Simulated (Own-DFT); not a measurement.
# Computed records: Si2SnGe13 (diamond-structure random alloy, atoms displaced)

All values are calculated (Own-DFT development build). A calculation, not a measurement: plane-wave density functional theory by an unreviewed code, no spin, of a simulated periodic cell, stress positive in tension, run twice, with PBE and with PBEsol, both on files made for PBE, so the change isn't that of files made for PBEsol, forces on such cells moved up to 12 meV/angstrom on a denser k mesh; the far tail of each file's local potential was reset to the Coulomb form; each entry is a single point on an unrelaxed cell, so the pressure reflects the starting lattice, mostly measured values (interpolated for alloys), from which strain is counted, and rises with the displacements; printed positions are rounded, which can move forces by about a meV/angstrom; the program, named Own-DFT, is a retired in-house code; no spin-orbit coupling; stress was not checked against mesh or cutoff.

Settings shared by all entries: functional PBE, then PBEsol; potential files PseudoDojo norm-conserving, scalar-relativistic, standard set; wave cutoff 49 hartree; occupations Fermi-Dirac; smearing width 0.1 eV; k mesh 3 x 3 x 3 centred on Gamma.

(1) Si2SnGe13 (diamond-structure random alloy, atoms displaced)

```
CELL_PARAMETERS angstrom
11.36310 0.00000 0.00000
0.00000 11.36310 0.00000
0.00000 0.00000 11.36310
ATOMIC_POSITIONS crystal
Ge 0.00720 0.99965 0.99849
Ge 0.01176 0.25614 0.24944
Ge 0.25210 0.99292 0.25966
Ge 0.26077 0.24786 0.01720
Ge 0.11850 0.12864 0.13090
Ge 0.11837 0.37989 0.37406
Ge 0.38212 0.12066 0.37308
Ge 0.37176 0.38197 0.11962
Ge 0.99939 0.99937 0.49827
Ge 0.00011 0.24337 0.75873
Ge 0.24820 0.99541 0.73562
Ge 0.25278 0.25626 0.50786
Ge 0.11989 0.12357 0.62376
Si 0.12972 0.37343 0.87936
Ge 0.37406 0.12872 0.87449
Ge 0.37488 0.37284 0.62578
Ge 0.00294 0.50646 0.01441
Ge 0.01123 0.75632 0.25556
Ge 0.24993 0.48988 0.25273
Si 0.26026 0.75224 0.99521
Sn 0.13191 0.62601 0.12001
Ge 0.12512 0.87213 0.37882
Ge 0.37272 0.62355 0.37993
Ge 0.37408 0.87817 0.12425
Ge 0.00150 0.51291 0.49738
Ge 0.01363 0.74259 0.75399
Ge 0.25060 0.48578 0.76293
Ge 0.25563 0.74985 0.50445
Ge 0.11769 0.62817 0.62641
Ge 0.12274 0.89963 0.88390
Ge 0.36849 0.62111 0.87046
Ge 0.36245 0.87846 0.62072
Ge 0.49089 0.00528 0.01458
Si 0.50150 0.24363 0.24541
Ge 0.74852 0.00124 0.24052
Ge 0.75428 0.24356 0.00053
Ge 0.62750 0.12566 0.11722
Ge 0.62861 0.36785 0.38499
Ge 0.87765 0.13446 0.36714
Sn 0.86487 0.38068 0.13473
Sn 0.50084 0.99894 0.50169
Ge 0.50231 0.24719 0.75037
Si 0.75846 0.98784 0.74859
Ge 0.75643 0.24763 0.49315
Ge 0.61446 0.12598 0.61316
Ge 0.63151 0.36830 0.88398
Si 0.88484 0.12653 0.85075
Si 0.88252 0.37189 0.62468
Ge 0.49209 0.49422 0.99478
Ge 0.50763 0.74554 0.24863
Ge 0.76258 0.50097 0.24400
Ge 0.74562 0.74935 0.00180
Ge 0.62946 0.62206 0.11990
Ge 0.62357 0.87909 0.37990
Si 0.86468 0.62151 0.38520
Ge 0.87921 0.87395 0.13045
Ge 0.49829 0.50492 0.49589
Ge 0.50037 0.75017 0.74285
Si 0.75819 0.49657 0.77070
Ge 0.75658 0.74084 0.49480
Ge 0.61694 0.61928 0.61702
Ge 0.61422 0.88703 0.87241
Sn 0.86588 0.63085 0.87303
Ge 0.88197 0.87443 0.62722
```

| Quantity | Value |
| --- | --- |
| PBE pressure | 5.58 GPa |
| PBE stress xx | -5.59 GPa |
| PBE stress yy | -5.88 GPa |
| PBE stress zz | -5.27 GPa |
| PBE stress yz | -2.46 GPa |
| PBE stress xz | 1.22 GPa |
| PBE stress xy | -0.5 GPa |
| PBEsol pressure | 2.72 GPa |
| PBEsol stress xx | -2.73 GPa |
| PBEsol stress yy | -3.01 GPa |
| PBEsol stress zz | -2.42 GPa |
| PBEsol stress yz | -2.35 GPa |
| PBEsol stress xz | 1.16 GPa |
| PBEsol stress xy | -0.48 GPa |
| rms change of force components from PBE to PBEsol | 0.056 eV/Å |

Force:
| force element | PBE force x (eV/Å) | PBE force y (eV/Å) | PBE force z (eV/Å) | PBEsol force x (eV/Å) | PBEsol force y (eV/Å) | PBEsol force z (eV/Å) |
| --- | --- | --- | --- | --- | --- | --- |
| Ge | -3.066 | 2.293 | 1.513 | -2.925 | 2.193 | 1.477 |
| Ge | -1.093 | -0.385 | 0.594 | -1.063 | -0.378 | 0.588 |
| Ge | -0.509 | 0.78 | -0.741 | -0.483 | 0.748 | -0.707 |
| Ge | -1.756 | -0.439 | -1.867 | -1.674 | -0.427 | -1.787 |
| Ge | 1.578 | -1.119 | -0.265 | 1.534 | -1.071 | -0.256 |
| Ge | 1.038 | -0.107 | 1.238 | 1.013 | -0.097 | 1.171 |
| Ge | -1.544 | 1.918 | -1.084 | -1.528 | 1.81 | -1.028 |
| Ge | 1.303 | -0.716 | 1.822 | 1.221 | -0.68 | 1.728 |
| Ge | -0.412 | 0.436 | -0.37 | -0.381 | 0.415 | -0.342 |
| Ge | 2.06 | 2.76 | -1.944 | 2.062 | 2.665 | -1.947 |
| Ge | -0.716 | 1.601 | 2.028 | -0.707 | 1.551 | 1.957 |
| Ge | -0.839 | -0.959 | -1.318 | -0.806 | -0.927 | -1.258 |
| Ge | 0.369 | 0.452 | -0.173 | 0.363 | 0.423 | -0.159 |
| Si | -0.96 | -0.808 | 1.61 | -0.937 | -0.785 | 1.576 |
| Ge | -0.303 | -0.686 | -0.051 | -0.279 | -0.654 | -0.036 |
| Ge | 0.832 | 0.803 | 0.568 | 0.79 | 0.767 | 0.552 |
| Ge | -1.034 | -2.153 | -3.251 | -1.02 | -2.068 | -3.122 |
| Ge | -2.043 | -0.962 | 0.423 | -1.952 | -0.894 | 0.395 |
| Ge | 0.637 | 0.632 | 0.658 | 0.608 | 0.608 | 0.628 |
| Si | -0.222 | 1.316 | -0.69 | -0.212 | 1.285 | -0.677 |
| Sn | 1.641 | 1.602 | 1.397 | 1.539 | 1.51 | 1.403 |
| Ge | 0.635 | 0.394 | 0.885 | 0.614 | 0.384 | 0.837 |
| Ge | 0.044 | 0.209 | -1.283 | 0.051 | 0.197 | -1.229 |
| Ge | -0.237 | -1.473 | 0.766 | -0.195 | -1.373 | 0.769 |
| Ge | -0.963 | -1.263 | 0.33 | -0.865 | -1.232 | 0.331 |
| Ge | -0.553 | 2.661 | 0.54 | -0.551 | 2.571 | 0.497 |
| Ge | -0.562 | 0.767 | -1.706 | -0.477 | 0.785 | -1.679 |
| Ge | -1.383 | -0.737 | -0.451 | -1.34 | -0.7 | -0.434 |
| Ge | 2.36 | -1.02 | -0.127 | 2.267 | -0.967 | -0.131 |
| Ge | 2.779 | -3.663 | -2.263 | 2.669 | -3.521 | -2.211 |
| Ge | 0.824 | 0.896 | 0.065 | 0.822 | 0.814 | 0.034 |
| Ge | 1.376 | -1.495 | 0.83 | 1.32 | -1.45 | 0.801 |
| Ge | 0.498 | 0.34 | -1.899 | 0.493 | 0.328 | -1.841 |
| Si | 0.191 | 0.956 | 0.142 | 0.192 | 0.925 | 0.141 |
| Ge | 0.175 | 0.147 | 1.046 | 0.176 | 0.147 | 1.006 |
| Ge | 0.558 | -0.958 | -1.479 | 0.484 | -0.89 | -1.401 |
| Ge | -0.426 | 0.149 | 0.908 | -0.387 | 0.108 | 0.852 |
| Ge | -0.799 | 0.882 | -1.885 | -0.746 | 0.865 | -1.791 |
| Ge | 0.336 | -1.281 | -0.342 | 0.314 | -1.229 | -0.327 |
| Sn | 3.6 | -3.828 | -3.27 | 3.51 | -3.712 | -3.181 |
| Sn | -1.516 | -1.239 | -0.178 | -1.478 | -1.191 | -0.181 |
| Ge | 0.344 | 0.476 | 0.096 | 0.323 | 0.452 | 0.088 |
| Si | -0.957 | 1.555 | -0.223 | -0.967 | 1.47 | -0.245 |
| Ge | 0.174 | 0.161 | 1.741 | 0.133 | 0.136 | 1.634 |
| Ge | 3.541 | 1.604 | 2.839 | 3.399 | 1.58 | 2.731 |
| Ge | -0.605 | 0.35 | -0.816 | -0.621 | 0.31 | -0.75 |
| Si | -2.555 | -2.536 | 3.132 | -2.459 | -2.446 | 3.091 |
| Si | -0.475 | 0.54 | 0.586 | -0.441 | 0.5 | 0.543 |
| Ge | 1.183 | 0.832 | -0.123 | 1.138 | 0.791 | -0.114 |
| Ge | -0.576 | 0.376 | 0.244 | -0.551 | 0.37 | 0.243 |
| Ge | -4.597 | 3.856 | 4.741 | -4.485 | 3.72 | 4.567 |
| Ge | -0.935 | 2.321 | 0.641 | -0.896 | 2.223 | 0.632 |
| Ge | -0.729 | -0.623 | 0.354 | -0.694 | -0.585 | 0.344 |
| Ge | 2.004 | -1.962 | -1.91 | 1.934 | -1.911 | -1.863 |
| Si | 1.835 | -0.18 | -2.28 | 1.796 | -0.181 | -2.237 |
| Ge | -0.03 | -0.179 | -0.654 | -0.032 | -0.166 | -0.627 |
| Ge | -0.266 | -1.596 | 0.141 | -0.25 | -1.532 | 0.15 |
| Ge | -0.576 | 0.106 | 0.169 | -0.561 | 0.096 | 0.158 |
| Si | -2.352 | -2.719 | -3.918 | -2.331 | -2.656 | -3.804 |
| Ge | -1.402 | 1.685 | 1.492 | -1.414 | 1.676 | 1.494 |
| Ge | 1.865 | 0.302 | 1.484 | 1.763 | 0.327 | 1.398 |
| Ge | 0.577 | -0.551 | 0.571 | 0.524 | -0.572 | 0.579 |
| Sn | 2.573 | 0.6 | 1.16 | 2.554 | 0.659 | 1.196 |
| Ge | 0.064 | -1.123 | -0.189 | 0.101 | -1.114 | -0.227 |

(2) Si2SnGe13 (diamond-structure random alloy, atoms displaced)

```
CELL_PARAMETERS angstrom
11.36310 0.00000 0.00000
0.00000 11.36310 0.00000
0.00000 0.00000 11.36310
ATOMIC_POSITIONS crystal
Ge 0.99454 0.00592 0.00912
Ge 0.99322 0.25468 0.24999
Ge 0.22865 0.00334 0.24893
Ge 0.24902 0.24946 0.00114
Ge 0.12047 0.12396 0.12206
Ge 0.13605 0.37422 0.37553
Ge 0.37248 0.12492 0.37822
Ge 0.36686 0.37163 0.12427
Si 0.00605 0.00461 0.49142
Ge 0.00385 0.24169 0.75782
Si 0.24991 0.00988 0.75857
Si 0.25353 0.24593 0.50637
Ge 0.12795 0.12857 0.64084
Sn 0.11946 0.36628 0.87800
Ge 0.37991 0.13770 0.86277
Ge 0.37022 0.38056 0.63062
Ge 0.00175 0.49814 0.01102
Sn 0.98843 0.74966 0.25717
Ge 0.25053 0.50094 0.23988
Ge 0.25649 0.75537 0.01003
Sn 0.13572 0.62469 0.11099
Ge 0.12854 0.87399 0.36770
Ge 0.36235 0.63050 0.38162
Ge 0.38641 0.87393 0.11632
Ge 0.00173 0.49780 0.50004
Ge 0.99432 0.74368 0.73094
Ge 0.24548 0.50280 0.74466
Sn 0.24787 0.74849 0.51227
Ge 0.11889 0.61986 0.62411
Ge 0.12779 0.88091 0.87564
Ge 0.37779 0.62648 0.87681
Ge 0.36998 0.88407 0.62387
Si 0.50047 0.00164 0.99740
Ge 0.50818 0.25427 0.24944
Ge 0.75248 0.00891 0.25901
Si 0.75150 0.24490 0.99063
Ge 0.62787 0.12488 0.11793
Ge 0.62133 0.38063 0.37586
Ge 0.87817 0.12957 0.36925
Ge 0.87281 0.36204 0.11485
Ge 0.51414 0.00437 0.49842
Ge 0.48838 0.25345 0.74921
Ge 0.75919 0.99798 0.75152
Ge 0.76121 0.25701 0.49779
Ge 0.62150 0.11922 0.63423
Ge 0.62650 0.38052 0.87821
Ge 0.87288 0.13381 0.88100
Ge 0.87217 0.37194 0.61892
Si 0.49458 0.49792 0.00392
Si 0.51585 0.75526 0.24686
Ge 0.75468 0.49174 0.25950
Ge 0.75361 0.75439 0.00521
Ge 0.62763 0.62774 0.12014
Ge 0.61870 0.88268 0.37471
Ge 0.87452 0.63461 0.35685
Ge 0.87261 0.87677 0.12904
Ge 0.50426 0.50636 0.50481
Ge 0.50463 0.74466 0.75894
Ge 0.75439 0.50059 0.75987
Si 0.75785 0.75596 0.48451
Ge 0.61547 0.62217 0.63226
Ge 0.62288 0.87070 0.87957
Ge 0.87649 0.62975 0.88059
Ge 0.88854 0.87813 0.62002
```

| Property | Result |
| --- | --- |
| PBE pressure | 5.41 GPa |
| PBE stress xx | -5.38 GPa |
| PBE stress yy | -5.78 GPa |
| PBE stress zz | -5.08 GPa |
| PBE stress yz | -0.07 GPa |
| PBE stress xz | 0.35 GPa |
| PBE stress xy | -1.67 GPa |
| PBEsol pressure | 2.55 GPa |
| PBEsol stress xx | -2.52 GPa |
| PBEsol stress yy | -2.91 GPa |
| PBEsol stress zz | -2.23 GPa |
| PBEsol stress yz | -0.05 GPa |
| PBEsol stress xz | 0.34 GPa |
| PBEsol stress xy | -1.59 GPa |
| rms change of force components from PBE to PBEsol | 0.052 eV/Å |

Force:
| force element | PBE force x (eV/Å) | PBE force y (eV/Å) | PBE force z (eV/Å) | PBEsol force x (eV/Å) | PBEsol force y (eV/Å) | PBEsol force z (eV/Å) |
| --- | --- | --- | --- | --- | --- | --- |
| Ge | -0.11 | -0.793 | -1.197 | -0.097 | -0.754 | -1.146 |
| Ge | 1.544 | 0.049 | -0.239 | 1.483 | 0.033 | -0.244 |
| Ge | 2.942 | -0.016 | -0.503 | 2.824 | -0.019 | -0.479 |
| Ge | 1.134 | -1.58 | 0.602 | 1.094 | -1.517 | 0.585 |
| Ge | -0.175 | 1.271 | 0.38 | -0.182 | 1.214 | 0.372 |
| Ge | -0.572 | -0.27 | 0.075 | -0.597 | -0.222 | 0.035 |
| Ge | 0.178 | -0.058 | -0.398 | 0.209 | -0.081 | -0.402 |
| Ge | 1.572 | 0.096 | 0.16 | 1.479 | 0.079 | 0.179 |
| Si | 0.461 | 0.206 | 0.658 | 0.45 | 0.195 | 0.642 |
| Ge | -2.419 | -0.124 | -1.947 | -2.328 | -0.137 | -1.873 |
| Si | 0.505 | -0.786 | -0.343 | 0.493 | -0.759 | -0.334 |
| Si | -0.152 | 0.468 | 0.249 | -0.147 | 0.46 | 0.254 |
| Ge | 0.139 | -0.872 | -2.195 | 0.09 | -0.802 | -2.092 |
| Sn | 0.708 | 2.208 | -0.017 | 0.684 | 2.131 | -0.009 |
| Ge | -1.241 | -2.226 | 2.637 | -1.192 | -2.085 | 2.541 |
| Ge | 0.201 | -0.215 | -1.558 | 0.219 | -0.183 | -1.471 |
| Ge | -2.298 | -0.585 | -1.511 | -2.222 | -0.577 | -1.477 |
| Sn | 4.531 | 2.932 | -3.555 | 4.406 | 2.871 | -3.465 |
| Ge | 1.057 | -0.817 | 2.289 | 1.025 | -0.807 | 2.217 |
| Ge | 1.416 | 1.64 | -3.234 | 1.387 | 1.588 | -3.136 |
| Sn | -1.557 | 0.318 | 1.866 | -1.506 | 0.29 | 1.82 |
| Ge | -0.724 | 0.764 | 1.699 | -0.692 | 0.735 | 1.613 |
| Ge | 2.916 | -1.442 | -2.43 | 2.805 | -1.426 | -2.326 |
| Ge | -0.051 | 0.917 | 1.848 | -0.118 | 0.849 | 1.764 |
| Ge | -0.512 | 0.074 | -1.031 | -0.474 | 0.069 | -0.977 |
| Ge | 0.628 | 0.307 | 2.529 | 0.609 | 0.293 | 2.435 |
| Ge | 0.431 | 0.481 | 1.06 | 0.429 | 0.46 | 1.011 |
| Sn | -0.904 | 1.239 | -0.359 | -0.875 | 1.189 | -0.362 |
| Ge | -0.565 | -1.078 | 0.481 | -0.556 | -1.039 | 0.464 |
| Ge | -0.529 | -0.428 | -0.075 | -0.528 | -0.432 | -0.03 |
| Ge | -0.612 | -0.578 | 0.336 | -0.609 | -0.517 | 0.294 |
| Ge | 1.833 | 1.175 | 1.824 | 1.795 | 1.108 | 1.736 |
| Si | -0.03 | 0.577 | -0.774 | -0.028 | 0.559 | -0.756 |
| Ge | -1.098 | -0.491 | -0.366 | -1.065 | -0.469 | -0.353 |
| Ge | -0.806 | -0.732 | -1.191 | -0.775 | -0.709 | -1.156 |
| Si | -1.466 | 1.013 | 0.783 | -1.433 | 0.993 | 0.768 |
| Ge | 0.148 | -0.025 | 0.262 | 0.154 | -0.019 | 0.324 |
| Ge | 0.438 | -0.365 | 0.85 | 0.443 | -0.348 | 0.813 |
| Ge | 0.419 | -0.173 | 1.334 | 0.369 | -0.133 | 1.245 |
| Ge | -0.602 | 0.967 | 0.769 | -0.522 | 0.971 | 0.795 |
| Ge | -2.198 | 0.118 | 0.564 | -2.128 | 0.109 | 0.543 |
| Ge | 2.514 | 1.419 | -0.886 | 2.408 | 1.364 | -0.844 |
| Ge | -0.487 | -0.308 | 0.383 | -0.48 | -0.287 | 0.374 |
| Ge | -2.208 | -1.416 | -0.434 | -2.119 | -1.353 | -0.424 |
| Ge | 1.154 | 1.291 | -0.235 | 1.105 | 1.232 | -0.241 |
| Ge | -0.656 | -0.72 | 0.295 | -0.621 | -0.69 | 0.225 |
| Ge | 0.496 | -1.626 | -0.746 | 0.544 | -1.619 | -0.771 |
| Ge | 1.265 | 0.881 | 1.899 | 1.221 | 0.854 | 1.818 |
| Si | 0.221 | 0.179 | -0.102 | 0.214 | 0.177 | -0.106 |
| Si | -1.665 | -0.457 | 0.17 | -1.622 | -0.44 | 0.159 |
| Ge | -0.289 | 0.354 | -1.897 | -0.279 | 0.354 | -1.829 |
| Ge | -0.342 | -0.023 | -0.494 | -0.338 | -0.029 | -0.474 |
| Ge | -0.067 | -1.07 | 0.788 | -0.004 | -1.014 | 0.752 |
| Ge | 1.622 | -1.047 | -0.493 | 1.585 | -0.93 | -0.463 |
| Ge | -3.852 | -4.937 | 5.189 | -3.735 | -4.831 | 5.007 |
| Ge | -0.989 | 1.558 | -0.509 | -0.962 | 1.51 | -0.495 |
| Ge | -1.5 | -0.589 | -0.643 | -1.455 | -0.569 | -0.6 |
| Ge | -1.007 | 1.151 | -0.794 | -0.968 | 1.091 | -0.752 |
| Ge | -0.171 | 0.147 | -1.056 | -0.184 | 0.14 | -1.01 |
| Si | -0.934 | -0.119 | 1.414 | -0.905 | -0.11 | 1.372 |
| Ge | 2.455 | 0.792 | -0.457 | 2.334 | 0.738 | -0.421 |
| Ge | 0.678 | 0.857 | -0.033 | 0.686 | 0.782 | -0.057 |
| Ge | 0.493 | -0.16 | -0.139 | 0.462 | -0.164 | -0.143 |
| Ge | -1.308 | 0.678 | -1.548 | -1.26 | 0.632 | -1.44 |
